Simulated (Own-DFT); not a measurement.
GaN (wurtzite, strained, atoms displaced) (calculated)

A calculation, not a measurement: plane-wave PBE density functional theory by an unreviewed code, no spin, of a simulated periodic cell, stress positive in tension, free energy of the whole cell less one offset for each atom, forces on such cells passed a denser k mesh, this cell's mesh not checked; offsets are fitted by least squares, one for each functional and potential file, so energies compare only between cells with the same atoms and settings and are not formation energies; the far tail of each file's local potential was reset to the Coulomb form; each entry is a single point on an unrelaxed cell, so the pressure reflects the starting lattice, mostly measured values (interpolated for alloys), from which strain is counted, and rises with the displacements; printed positions are rounded, which can move forces by about a meV/angstrom; the program, named Own-DFT, is a retired in-house code; no spin-orbit coupling. Program: Own-DFT development build.

```yaml
- formula: GaN
  kind: "wurtzite, strained, atoms displaced"
  structure:
    cell_angstrom: [[12.756, 0.0, 0.0], [-4.7835, 8.2853, 0.0], [0.0, 0.0, 10.5774]]
    atoms_fractional:
      - [Ga, 0.08626, 0.2167, 0.00048]
      - [Ga, 0.16398, 0.11102, 0.252]
      - ["N", 0.08795, 0.22413, 0.18417]
      - ["N", 0.17103, 0.11285, 0.43661]
      - [Ga, 0.08171, 0.22183, 0.49967]
      - [Ga, 0.16891, 0.1119, 0.74069]
      - ["N", 0.07657, 0.21796, 0.68978]
      - ["N", 0.1707, 0.11023, 0.93924]
      - [Ga, 0.08977, 0.56323, 0.99835]
      - [Ga, 0.16103, 0.43854, 0.24882]
      - ["N", 0.07811, 0.55199, 0.1775]
      - ["N", 0.17244, 0.45407, 0.43557]
      - [Ga, 0.07684, 0.55841, 0.50243]
      - [Ga, 0.1701, 0.4469, 0.74535]
      - ["N", 0.08676, 0.56253, 0.68613]
      - ["N", 0.17014, 0.43714, 0.93532]
      - [Ga, 0.09058, 0.8885, 0.99896]
      - [Ga, 0.16133, 0.7723, 0.25299]
      - ["N", 0.08674, 0.88332, 0.19253]
      - ["N", 0.16282, 0.77768, 0.45219]
      - [Ga, 0.07769, 0.88824, 0.49736]
      - [Ga, 0.17074, 0.7854, 0.75192]
      - ["N", 0.07952, 0.89111, 0.69412]
      - ["N", 0.16942, 0.77908, 0.93999]
      - [Ga, 0.33789, 0.22356, 0.99807]
      - [Ga, 0.4117, 0.1157, 0.25365]
      - ["N", 0.33715, 0.22116, 0.1905]
      - ["N", 0.41882, 0.11044, 0.43635]
      - [Ga, 0.33133, 0.22183, 0.4985]
      - [Ga, 0.41934, 0.12109, 0.74934]
      - ["N", 0.3346, 0.21572, 0.68856]
      - ["N", 0.41155, 0.09972, 0.94117]
      - [Ga, 0.33428, 0.56131, 0.00091]
      - [Ga, 0.41413, 0.44243, 0.245]
      - ["N", 0.33932, 0.56242, 0.19433]
      - ["N", 0.41325, 0.44624, 0.44198]
      - [Ga, 0.32885, 0.54628, 0.49701]
      - [Ga, 0.41723, 0.44878, 0.74406]
      - ["N", 0.33369, 0.56087, 0.68882]
      - ["N", 0.41859, 0.44359, 0.93817]
      - [Ga, 0.33539, 0.88364, 0.00125]
      - [Ga, 0.41273, 0.76884, 0.25052]
      - ["N", 0.33981, 0.90277, 0.18825]
      - ["N", 0.41401, 0.77414, 0.44047]
      - [Ga, 0.33171, 0.87887, 0.49608]
      - [Ga, 0.41966, 0.78293, 0.74277]
      - ["N", 0.33334, 0.89499, 0.69291]
      - ["N", 0.42166, 0.77989, 0.94067]
      - [Ga, 0.58602, 0.22865, 0.99763]
      - [Ga, 0.67188, 0.12115, 0.24818]
      - ["N", 0.58306, 0.22675, 0.1947]
      - ["N", 0.6587, 0.09896, 0.44044]
      - [Ga, 0.57895, 0.22168, 0.5084]
      - [Ga, 0.66988, 0.1185, 0.75465]
      - ["N", 0.5763, 0.21796, 0.69718]
      - ["N", 0.66611, 0.11408, 0.93586]
      - [Ga, 0.58648, 0.5614, 0.99471]
      - [Ga, 0.66567, 0.45272, 0.25302]
      - ["N", 0.58027, 0.55928, 0.18471]
      - ["N", 0.66479, 0.44965, 0.43361]
      - [Ga, 0.58045, 0.55407, 0.49691]
      - [Ga, 0.66675, 0.45124, 0.75017]
      - ["N", 0.58148, 0.55694, 0.6922]
      - ["N", 0.67318, 0.45921, 0.94168]
      - [Ga, 0.58184, 0.88577, 0.99793]
      - [Ga, 0.66569, 0.76937, 0.25137]
      - ["N", 0.57475, 0.8891, 0.18104]
      - ["N", 0.6638, 0.76609, 0.4423]
      - [Ga, 0.57855, 0.88348, 0.50725]
      - [Ga, 0.66343, 0.78043, 0.7515]
      - ["N", 0.58328, 0.89061, 0.68547]
      - ["N", 0.66816, 0.78767, 0.9281]
      - [Ga, 0.83517, 0.22504, 0.99687]
      - [Ga, 0.91777, 0.10002, 0.25017]
      - ["N", 0.83033, 0.2243, 0.18556]
      - ["N", 0.91996, 0.1105, 0.42977]
      - [Ga, 0.83138, 0.21819, 0.5045]
      - [Ga, 0.92248, 0.11391, 0.74985]
      - ["N", 0.834, 0.21833, 0.69627]
      - ["N", 0.90955, 0.10812, 0.93325]
      - [Ga, 0.82386, 0.55375, 0.99865]
      - [Ga, 0.92476, 0.45353, 0.25013]
      - ["N", 0.83306, 0.54337, 0.18489]
      - ["N", 0.91107, 0.44725, 0.43994]
      - [Ga, 0.83386, 0.55547, 0.49886]
      - [Ga, 0.90831, 0.44255, 0.74529]
      - ["N", 0.83262, 0.56239, 0.68714]
      - ["N", 0.92223, 0.44341, 0.93797]
      - [Ga, 0.83165, 0.88693, 0.00504]
      - [Ga, 0.91503, 0.78607, 0.24268]
      - ["N", 0.82951, 0.87637, 0.17666]
      - ["N", 0.91111, 0.76945, 0.43701]
      - [Ga, 0.83376, 0.8876, 0.50408]
      - [Ga, 0.92193, 0.78305, 0.74717]
      - ["N", 0.84336, 0.90247, 0.67932]
      - ["N", 0.91133, 0.76614, 0.94113]
  settings:
    functional: PBE
    potential_files: "PseudoDojo norm-conserving, scalar-relativistic, standard set with the stringent files for Ga"
    "wave_cutoff [hartree]": 96.0
    occupations: Gaussian
    "smearing_width [eV]": 0.01
    k_mesh: "3 x 4 x 3 centred on Gamma"
  results:
    "free_energy_of_cell_above_offsets [eV]": "-5.344"
    "pressure [GPa]": 3.28
    "stress_xx [GPa]": -6.02
    "stress_yy [GPa]": -5.01
    "stress_zz [GPa]": 1.19
    "stress_yz [GPa]": 0.22
    "stress_xz [GPa]": -0.06
    "stress_xy [GPa]": -0.26
    force_element: [Ga, Ga, "N", "N", Ga, Ga, "N", "N", Ga, Ga, "N", "N", Ga, Ga, "N", "N", Ga, Ga, "N", "N", Ga, Ga, "N", "N", Ga, Ga, "N", "N", Ga, Ga, "N", "N", Ga, Ga, "N", "N", Ga, Ga, "N", "N", Ga, Ga, "N", "N", Ga, Ga, "N", "N", Ga, Ga, "N", "N", Ga, Ga, "N", "N", Ga, Ga, "N", "N", Ga, Ga, "N", "N", Ga, Ga, "N", "N", Ga, Ga, "N", "N", Ga, Ga, "N", "N", Ga, Ga, "N", "N", Ga, Ga, "N", "N", Ga, Ga, "N", "N", Ga, Ga, "N", "N", Ga, Ga, "N", "N"]
    "force_x [eV/angstrom]": [-0.887, 1.399, -0.692, -1.418, 0.321, -0.459, 2.302, -0.25, -0.299, 0.532, 1.769, -2.04, 0.978, -0.967, -0.544, -0.641, -1.437, 1.76, -1.731, 0.093, 0.221, -0.281, 1.621, 0.519, -0.047, 2.495, -2.294, -0.942, 1.345, -0.232, -1.573, 0.52, 0.709, 0.329, -1.422, 1.015, 0.037, -0.349, 0.488, -0.211, -0.072, -0.286, -0.619, 0.578, -0.683, -0.822, 0.703, -0.913, -0.479, -1.226, -0.267, 0.596, 0.687, -0.322, 1.912, 0.059, -0.988, 0.852, 0.512, 0.513, 0.069, 0.12, 0.326, -1.997, 0.179, -1.638, 1.889, -0.266, 0.462, 1.107, 0.159, 0.598, -0.299, -1.425, 2.073, -0.526, -0.525, -1.527, -0.444, 1.724, 3.958, -1.461, -1.375, 1.576, -1.59, 1.647, -0.066, -1.16, 0.162, 2.153, -1.073, 0.08, -0.309, -1.722, -0.792, 0.45]
    "force_y [eV/angstrom]": [0.117, -0.199, -0.906, -0.385, 0.533, 0.23, 1.575, -0.225, -1.638, 1.253, 0.687, -1.6, -0.55, -0.162, -0.692, 0.84, -0.133, 0.368, 1.125, 0.153, 0.108, -0.593, 0.212, -0.049, -0.329, -0.379, 0.793, -0.255, -0.074, -2.296, 1.707, 1.771, -0.801, 0.007, -2.339, -0.871, 1.753, -0.668, -0.532, 0.431, 0.551, 2.92, -2.488, -0.619, 1.404, 0.086, -0.079, -0.673, -0.643, -1.362, 0.349, 1.474, 0.029, -0.942, 1.854, 0.025, 0.342, -1.023, -0.546, -0.83, -0.737, -0.292, 0.286, -2.464, 1.213, 1.381, 0.187, 2.089, -0.09, 0.458, 0.511, -0.836, 0.057, 1.178, -0.093, -0.219, -0.25, -0.772, 0.573, -0.253, 0.143, -1.76, 1.8, -1.145, -0.149, 0.705, -0.637, 0.651, 0.304, -2.505, 1.348, 1.505, -0.261, -0.479, -1.516, 2.248]
    "force_z [eV/angstrom]": [-0.92, -0.454, 0.403, 0.266, -0.025, 1.512, -1.334, -0.621, -1.139, 0.017, 1.629, -0.166, 0.357, 0.769, 0.485, 0.192, 0.391, 0.352, -0.667, -1.967, 0.646, -0.128, -1.406, -0.614, 0.45, 0.102, -0.784, 0.919, 0.236, 1.682, -0.944, -0.738, -0.008, 0.755, -1.441, -0.925, 0.87, 1.1, -0.792, -0.375, 0.59, 0.601, 0.386, -0.344, 1.013, 1.246, -0.949, -1.318, 1.125, 0.424, -0.996, 0.177, -1.071, -0.219, -1.116, 0.404, 0.403, -0.936, -0.304, 1.449, 1.031, 0.324, -0.971, -1.768, 0.598, 0.213, 1.094, -0.837, -1.506, -1.182, 0.851, 1.507, 0.49, -1.21, 0.26, 1.009, -0.543, 1.121, -1.62, 0.91, 1.383, 0.032, 0.377, -0.426, 0.288, 1.297, -0.403, -0.761, -3.216, 0.831, 2.337, -0.789, -1.179, 1.356, 1.564, -0.712]
```
